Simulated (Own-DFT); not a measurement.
## Calculated data, SiC (4H silicon carbide, atoms displaced), AlN (wurtzite, strained, atoms displaced)

Computed with Own-DFT development build. A calculation, not a measurement: plane-wave PBE density functional theory by an unreviewed code, no spin, of a simulated periodic cell, stress positive in tension, free energy of the whole cell less one offset for each atom, forces on such cells passed a denser k mesh, this cell's mesh not checked; offsets are fitted by least squares, one for each functional and potential file, so energies compare only between cells with the same atoms and settings and are not formation energies; the far tail of each file's local potential was reset to the Coulomb form; each entry is a single point on an unrelaxed cell, so the pressure reflects the starting lattice, mostly measured values (interpolated for alloys), from which strain is counted, and rises with the displacements; printed positions are rounded, which can move forces by about a meV/angstrom; the program, named Own-DFT, is a retired in-house code; no spin-orbit coupling.

Settings shared by all entries: functional PBE; potential files PseudoDojo norm-conserving, scalar-relativistic, standard set; wave cutoff 42 hartree; occupations Fermi-Dirac; smearing width 0.1 eV.

(1) 
```xyz
128
Lattice="12.3308 0.0000 0.0000 -6.1654 10.6788 0.0000 0.0000 0.0000 10.0681" Properties=species:S:1:pos:R:3:force_x:R:1:force_y:R:1:force_z:R:1 formula=SiC k_mesh=3_x_3_x_3_centred_on_Gamma free_energy_of_cell_above_offsets=-5.527 pressure=6.47 stress_xx=-6.02 stress_yy=-6.94 stress_zz=-6.44 stress_yz=0.53 stress_xz=0.49 stress_xy=0.42
Si     0.0085     0.0084     4.1877      0.845     -1.895      -2.48
Si    -0.0614     1.6517     1.5740      0.429      4.196      0.993
C     12.2191     0.0227     0.9932      2.823     -2.872     -2.356
C      0.0546     1.6353     3.4791     -0.485      3.355       0.39
Si    -1.5499     2.7031     4.1392      1.029     -4.059     -0.987
Si    -1.3941     4.4410     1.5546     -5.631     -1.294      1.944
C     -1.5019     2.7488     0.9127     -0.801     -2.374     -0.202
C     -1.6028     4.3030     3.5487      1.227       4.73     -1.899
Si     9.1798     5.2948     4.1590      0.562      0.637     -1.407
Si    -3.2000     7.1418     1.4603      2.876     -1.548      2.567
C      9.1942     5.3286     0.9345      1.196      0.491     -0.288
C     -3.0067     7.0949     3.4957      -2.19     -0.569     -0.487
Si     7.6536     7.9720     4.1243       1.96      0.408     -0.907
Si    -4.6151     9.7771     1.5826     -0.801      0.283      0.918
C      7.6176     7.9704     0.9531      1.488      2.035     -1.509
C     -4.4781     9.7938     3.4714     -2.244     -0.663      0.737
Si     3.1848     0.0292     4.1094     -1.482      0.096     -1.722
Si     3.1093     1.7322     1.4872      -0.49      2.074      1.626
C      3.0922     0.0112     0.9624     -0.392     -1.585     -1.086
C      3.0970     1.8321     3.4397      1.605     -1.503      0.294
Si     1.6610     2.6201     4.2221     -1.947      0.153     -5.377
Si     1.4766     4.4061     1.5324      1.923     -0.522      1.712
C      1.5689     2.6448     0.9533     -1.316     -0.845      0.051
C      1.5994     4.3916     3.5447     -1.825      0.107     -1.772
Si     0.0103     5.2747     4.0631     -0.077      0.457      0.325
Si     0.0732     7.1624     1.5069     -1.059     -0.823      1.522
C     -0.0411     5.2954     0.9731      3.309      2.599     -0.642
C     -0.0266     7.1557     3.4803      1.672     -1.315     -0.634
Si    -1.5223     7.9104     4.1715     -0.954      2.471      -2.45
Si    -1.5029     9.8310     1.5819      -0.61     -1.674     -0.638
C     -1.5242     7.9486     0.9705     -0.909      2.024     -0.827
C     -1.5424     9.8646     3.3940      0.633     -1.911      1.517
Si    -0.0324    10.6322     4.0362      1.189      1.407      0.482
Si     6.1361     1.7802     1.4996      0.274     -0.024      0.658
C      0.0357    10.6100     0.9463     -0.038       1.21     -0.863
C      6.2885     1.7825     3.4392     -2.268     -0.905     -0.779
Si     4.6927     2.6418     4.0618     -0.037      1.093     -0.087
Si     4.6300     4.4314     1.5068     -0.261     -0.219      1.603
C      4.5833     2.6784     0.8156       1.02     -0.676      1.896
C      4.5491     4.4549     3.5164      2.297     -0.479     -1.732
Si     3.0667     5.3170     4.0613      0.203      0.411      0.815
Si     3.0966     7.0424     1.6349      1.444      0.008      -1.53
C      3.0921     5.2198     0.8613     -1.017      2.003      1.593
C      3.0959     7.0909     3.4619     -0.245      0.553      0.931
Si     1.5700     8.0273     4.0974     -0.469     -1.562     -0.373
Si     1.5161     9.7265     1.6563      1.461      1.939     -2.761
C      1.6812     8.0578     0.9634     -1.381      -1.78      0.164
C      1.5424     9.7465     3.4099     -0.193      0.313      2.791
Si     3.0221    10.6707     4.1043       1.28       0.08     -0.481
Si     9.1027     1.8005     1.6606      3.554      0.402     -1.125
C      9.2976     0.0332     0.9881     -2.295     -0.471       -0.8
C      9.2718     1.7868     3.5190     -0.051     -0.893     -0.619
Si     7.7627     2.6210     4.0804       -0.8      1.921      0.447
Si     7.6588     4.5068     1.4846      0.535      0.397       3.05
C      7.6904     2.7590     1.0009     -0.994     -1.452     -0.805
C      7.6556     4.4631     3.5280        0.2     -0.481     -1.249
Si     6.1602     5.4158     4.1460     -0.695     -2.608     -1.149
Si     6.1348     7.1215     1.4953      1.219     -0.655      3.449
C      6.1380     5.4249     0.9621     -0.207     -2.005     -1.333
C      6.1174     7.0746     3.4847      0.342      2.208     -0.772
Si     4.6146     8.0848     4.1297      0.335     -2.339     -1.284
Si     4.5987     9.7445     1.5199       0.25      0.129      0.764
C      4.7843     7.9992     0.9150     -5.073      0.747     -0.728
C      4.7054     9.6941     3.3706     -1.325      2.392      2.069
Si    -6.0538    10.6162     9.1426     -2.212       0.95     -0.205
Si     6.2181     8.8588     6.6478      -0.65      0.724     -0.394
C     12.2404     0.1057     5.9971      2.511      -2.57      0.804
C      6.2260     8.7389     8.5581     -4.297      4.516     -2.256
Si     7.6348     8.0374     9.0832      4.302     -3.484      1.646
Si     7.7749     6.2920     6.7269     -2.263     -1.514     -3.449
C     -4.5568     7.9722     6.0096     -0.318      1.811      0.164
C      7.5174     6.1710     8.4228       4.82      2.139      2.863
Si    -3.0438     5.2859     9.1027     -1.826       2.44      1.608
Si     9.3114     3.6117     6.6054     -2.857     -0.311      1.265
C      9.2083     5.3619     6.0464      0.954        0.3     -0.918
C      9.2555     3.6308     8.5840      0.115     -2.813     -2.691
Si    10.7935     2.6516     8.9594     -1.441     -0.395      3.829
Si    10.7481     0.8564     6.5480     -2.095      1.363      1.561
C     10.6622     2.6677     5.9453      3.177     -0.364      1.216
C     10.7880     0.8891     8.4728      0.401     -1.494     -0.511
Si     9.2200     0.0047     9.0991      0.139      0.571      0.553
Si     3.0595     8.8760     6.6052     -0.619      1.307      0.197
C      9.0999     0.1142     5.9917        2.6     -3.041     -0.605
C      3.0999     8.8551     8.4973     -0.564      0.448       0.01
Si     4.5744     7.9620     9.1259      1.456     -0.483      0.049
Si     4.6479     6.2797     6.5026     -0.294      -1.05      2.064
C      4.5784     8.0297     5.9726      1.114      1.066      0.258
C      4.6674     6.2105     8.4642     -2.651      0.676     -0.455
Si     6.1495     5.4067     9.1233     -1.737     -3.108      0.643
Si     6.1799     3.5014     6.6054      1.644       2.62      0.923
C      6.0917     5.3536     5.9405      2.229     -0.207      1.626
C      6.2164     3.5070     8.5491     -1.767      1.559     -0.926
Si     7.7232     2.7866     9.2147      0.299     -2.246     -1.098
Si     7.7029     1.0341     6.6500     -1.497     -2.493     -0.946
C      7.6853     2.6365     5.9429      1.006      2.868      0.234
C      7.6829     0.9419     8.4338      0.266     -0.179      2.869
Si    -0.0195    10.6097     9.0509      0.639      4.004      1.593
Si     0.0389     8.7911     6.5128      0.034      3.109      2.223
C      6.1862     0.0290     5.9194     -0.201     -0.905      0.675
C     -0.0046     8.9634     8.5594      0.516     -4.115     -2.195
Si     1.5861     7.9807     9.2020     -1.219      0.382      -1.29
Si     1.5492     6.1509     6.6402      0.383      0.671      0.457
C      1.5487     7.9115     5.9885      0.642      0.663     -0.089
C      1.4014     6.1266     8.6622      4.259      2.896     -3.079
Si     3.0331     5.3339     9.1007      1.562     -0.084      0.004
Si     3.1334     3.6470     6.6792      0.194     -1.239     -1.137
C      3.1266     5.3553     5.9681     -1.038       0.13      0.456
C      3.1531     3.5496     8.5482     -3.009       0.83     -1.457
Si     4.5790     2.6178     9.0461      2.508      1.597      1.291
Si     4.6181     0.9395     6.5195      0.529     -1.014      1.487
C      4.7254     2.7299     5.9902     -3.271     -1.501     -0.778
C      4.5933     0.9306     8.5860      0.212     -2.924     -2.549
Si    -3.0846    10.6500     9.1467      0.277      1.384     -0.498
Si    -3.0137     8.9938     6.6523     -1.449     -1.487     -1.715
C     -3.0493    10.6196     5.9065      -0.84      2.967      1.858
C     -3.0584     8.9145     8.4395     -1.534      0.168      2.033
Si    -1.5912     8.0867     9.1407      1.637     -2.452      0.514
Si    -1.5861     6.3544     6.4325       1.12     -4.033       3.95
C     -1.5549     8.0521     6.0128      0.347      0.882     -0.853
C     -1.5806     6.1768     8.6204      1.402      2.385     -2.454
Si     0.0131     5.2930     9.1674     -4.382     -1.084      0.324
Si     0.0354     3.5290     6.5321     -2.598      1.585      1.407
C      0.0609     5.3743     5.9686     -1.964     -0.853     -0.397
C     -0.0704     3.5234     8.5382      2.509      1.183     -2.274
Si     1.4744     2.7243     9.1826      1.248     -0.796     -0.536
Si     1.4766     1.0150     6.6649      0.805     -2.373     -1.798
C      1.4757     2.6815     5.9165       2.44      0.282      3.847
C      1.5787     0.9660     8.4605     -0.321     -1.192      1.882
```

Units: free_energy_of_cell_above_offsets in eV; pressure, stress_xx, stress_yy, stress_zz, stress_yz, stress_xz, stress_xy in GPa; force_x, force_y, force_z in eV/Å.

(2) 
```xyz
128
Lattice="12.6545 0.1062 0.2231 -6.2353 10.7491 -0.2285 0.1786 -0.1081 10.0341" Properties=species:S:1:pos:R:3:force_x:R:1:force_y:R:1:force_z:R:1 formula=AlN hardware=one_NVIDIA_H100 k_mesh=2_x_2_x_2_centred_on_Gamma free_energy_of_cell_above_offsets=-54.900 pressure=0.13 stress_xx=1.87 stress_yy=-0.9 stress_zz=-1.36 stress_yz=-2.68 stress_xz=4.22 stress_xy=2.32 wall_time=402.5
Al     0.2091     1.7061     9.9936     -0.437       0.24        0.3
Al     1.7131     0.9026     2.5197      -2.21     -1.073      0.307
N      0.1030     1.8208     1.8868     -0.749     -0.946          0
N      1.6854     0.8619     4.4350     -0.566      0.232     -0.021
Al     0.0895     1.7380     5.0508     -0.071      0.501     -0.798
Al     1.7878     0.8723     7.4746     -1.888     -0.982      1.206
N      0.1027     1.7893     6.9518       0.57     -2.826      -0.59
N      1.7206     0.7534     9.4647       0.87      1.755     -0.586
Al    -1.3284     4.4141     9.9286     -1.081      0.139      0.298
Al     0.0212     3.5767     2.4626      1.197      0.865      0.389
N     -1.4643     4.5199     1.8143     -1.222     -0.331      0.467
N      0.1340     3.5764     4.4529     -1.203     -1.147     -1.287
Al    -1.4907     4.3844     4.9059     -0.104      0.809      1.392
Al     0.1810     3.4710     7.4475     -0.363      3.347      1.058
N     -1.4400     4.4115     6.9258     -0.068     -0.487     -0.509
N      0.1850     3.5224     9.4600      1.872      -0.32     -1.144
Al    -2.8785     6.9852     9.8918      -1.77      1.841     -1.032
Al    -1.5009     6.3583     2.4328      0.409     -1.617      0.457
N     -3.0270     7.1708     1.6904     -0.593     -0.894       1.46
N     -1.4482     6.2517     4.3866      0.234       0.08     -1.036
Al    -3.0674     7.0587     4.9467      0.778      0.954     -0.089
Al    -1.4073     6.2543     7.4583      1.184     -0.935     -0.825
N     -2.9321     7.0437     6.8235     -1.777      1.091      0.398
N     -1.3520     6.2165     9.3355      1.411     -0.372      0.258
Al    -4.7543     9.8947    -0.1501      1.105     -1.366     -0.186
Al    -3.0175     8.9121     2.3102     -0.957      0.749      0.632
N     -4.6131     9.7690     1.7607     -0.561      1.093     -0.215
N     -3.0999     8.9466     4.2833      2.259     -1.081     -0.942
Al    -4.5575     9.8575     4.8531     -1.238     -0.814     -1.378
Al    -2.9510     8.8867     7.4268      0.048       0.23     -1.049
N     -4.5203     9.8368     6.6447     -0.174      -0.69       2.18
N     -2.9670     8.9285     9.2954      1.232     -0.691      0.337
Al     3.3508     1.7310    10.0563     -0.628      -0.31      0.488
Al     4.7791     0.9003     2.6066      0.129      0.401     -0.452
N      3.1473     1.8523     2.0073      1.887     -0.442     -1.136
N      4.8171     0.9411     4.5398      1.179     -2.067     -1.478
Al     3.2783     1.6596     4.9751     -1.733      3.109      1.691
Al     4.8864     0.8622     7.6181     -0.633     -0.739     -0.887
N      3.2498     1.7590     6.9742      1.985      0.795     -0.067
N      4.9067     0.8175     9.5128      0.335      0.737     -0.001
Al     1.8816     4.4602     9.9978     -1.736     -0.802      0.995
Al     3.2435     3.6065     2.6262     -0.661      0.361     -0.182
N      1.6576     4.5325     1.9505      0.334     -1.674      -1.24
N      3.2435     3.6086     4.4953      0.269     -0.836     -0.019
Al     1.6067     4.4667     4.9912      1.948      0.089      0.341
Al     3.3209     3.6098     7.6167     -0.281     -0.512     -2.281
N      1.7594     4.4942     6.8495     -0.075     -0.451      2.094
N      3.4600     3.6018     9.4683      -1.22     -1.185      0.168
Al     0.0857     7.1341    -0.0231     -1.192      1.348     -0.683
Al     1.7376     6.2359     2.4830     -0.331      1.677      0.989
N      0.1192     7.1253     1.8466      0.001      0.724      0.376
N      1.7421     6.2277     4.4136      0.597      1.025     -0.445
Al     0.2001     7.1322     4.9180     -0.859      0.067      0.791
Al     1.8470     6.3211     7.5136     -3.131     -1.592     -1.113
N      0.1872     7.1773     6.8338      0.616     -0.467      0.673
N      1.7699     6.2318     9.3607      1.736     -0.311      0.775
Al    -1.4178     9.9058    -0.1218     -1.774     -0.656     -0.991
Al     0.0713     8.9503     2.4545      0.432      0.068     -0.378
N     -1.5109     9.8564     1.7050      0.759     -0.038      1.939
N      0.2352     8.9602     4.3636     -1.948     -0.443     -1.219
Al    -1.4329     9.8253     4.8957     -0.081     -0.478     -1.349
Al     0.2151     8.9643     7.4531     -0.399     -0.461      -1.39
N     -1.3276     9.7761     6.6687     -0.939      0.638      3.287
N      0.2977     8.9346     9.3015     -1.073     -1.377      0.566
Al     6.2918     1.8350     0.1654      1.176     -0.696     -1.653
Al     7.9821     0.9425     2.6362      -1.14      -0.32     -0.919
N      6.3511     1.7696     1.9544     -0.021      0.797      2.191
N      7.9556     0.9876     4.5037       0.23      -1.37       0.62
Al     6.3711     1.7900     5.0985      0.322       0.75     -0.508
Al     7.9933     0.9582     7.5775       0.99     -1.706      2.168
N      6.4600     1.6423     6.9460      -1.09      2.501      1.038
N      8.1292     0.8212     9.6074     -0.782       1.14     -0.787
Al     4.9833     4.4175    10.0574      0.787      0.449      1.136
Al     6.4165     3.6856     2.5830     -0.461     -1.918      0.887
N      4.8172     4.4178     2.0193      -0.02      0.975     -1.538
N      6.3511     3.6109     4.5064      1.338     -0.278       0.13
Al     4.8362     4.5077     5.0827     -0.498     -0.438     -0.381
Al     6.5337     3.5360     7.6658     -0.515      0.206      -1.65
N      4.9107     4.4751     6.9899      0.273     -0.676       0.44
N      6.5465     3.5075     9.5189     -0.439     -0.158      0.304
Al     3.2124     7.1563     0.0104      0.353      1.561     -0.014
Al     4.8434     6.2427     2.4477      0.389      1.092      0.571
N      3.2949     7.2013     1.9172     -0.559     -0.196     -0.323
N      4.9098     6.2857     4.3812      -0.37      0.021      0.775
Al     3.3677     7.1601     5.1030     -0.819     -0.218     -3.161
Al     4.9073     6.2388     7.5091      1.148      0.701      1.393
N      3.3332     7.0996     6.9007      1.496      1.407      1.016
N      5.0449     6.2473     9.5975     -1.196     -0.565     -1.621
Al     1.7940     9.7625     9.8846       1.38      1.032      1.242
Al     3.2772     9.0417     2.4771     -0.354     -0.618     -0.222
N      1.5749     9.8534     1.8294      1.869      0.336     -0.003
N      3.3599     8.9744     4.3916     -0.206      0.227      0.654
Al     1.7260     9.8216     4.9177      0.839      1.192      0.155
Al     3.3029     8.9480     7.4459      0.864      0.997      0.536
N      1.7333     9.8996     6.8208      1.095     -0.882      0.045
N      3.4241     8.9373     9.3645     -0.144     -0.981       0.26
Al     9.7416     1.7956    10.1322     -2.701      0.599       0.65
Al    11.0721     1.1027     2.6114      1.559     -1.695      1.212
N      9.5046     1.8822     2.0631      0.213     -0.354     -0.849
N     11.1356     1.0189     4.6258      0.281     -1.012     -0.253
Al     9.5048     1.7678     5.1952      0.888      1.414       0.05
Al    11.2467     0.8624     7.7312     -0.764      1.864       0.56
N      9.5624     1.8133     7.1659      0.979      -0.51     -1.051
N     11.2108     0.9348     9.6557      2.197     -1.141     -0.264
Al     7.8944     4.5092     0.1039     -0.079      1.423      0.403
Al     9.5622     3.6456     2.6043       0.52      0.926      0.793
N      7.9790     4.4633     2.0393     -0.078      1.661     -0.723
N      9.6081     3.6088     4.5527     -0.532     -0.317     -0.152
Al     8.0032     4.4796     5.1687      0.072     -0.607     -0.812
Al     9.5999     3.5733     7.7344      0.982       1.53     -0.755
N      8.0654     4.5274     7.0320      -0.55     -1.354      0.785
N      9.6354     3.6736     9.6254      1.672     -1.507     -0.265
Al     6.5774     7.2046    10.0523      0.663     -0.546       0.08
Al     8.0128     6.3665     2.5193      0.545     -0.685      0.972
N      6.4746     7.2691     1.9205     -0.637     -1.367      0.287
N      8.0991     6.2262     4.5922     -1.394      1.473     -1.739
Al     6.4246     7.1969     5.0205      1.205     -0.567      0.669
Al     8.0338     6.2989     7.6392      1.211      0.117     -0.622
N      6.5019     7.2023     7.0363     -0.839      -1.07     -1.493
N      8.1237     6.2484     9.4839      0.213     -0.341      1.376
Al     4.7876     9.9469     0.0653      0.441     -0.324     -2.846
Al     6.4508     8.9838     2.5735      0.059      1.185     -0.043
N      4.8908     9.8663     1.8448     -0.388      1.109      1.878
N      6.4459     8.9706     4.4600      0.488      0.842      0.212
Al     4.9179     9.9195     5.0608     -0.012      0.114     -1.051
Al     6.5461     8.9578     7.5209      0.578      1.218     -0.477
N      5.0100     9.9053     6.9500     -1.197     -1.503     -0.661
N      6.6456     8.9047     9.3397     -1.181      1.508       2.04
```

Units: free_energy_of_cell_above_offsets in eV; pressure, stress_xx, stress_yy, stress_zz, stress_yz, stress_xz, stress_xy in GPa; wall_time in s; force_x, force_y, force_z in eV/Å.
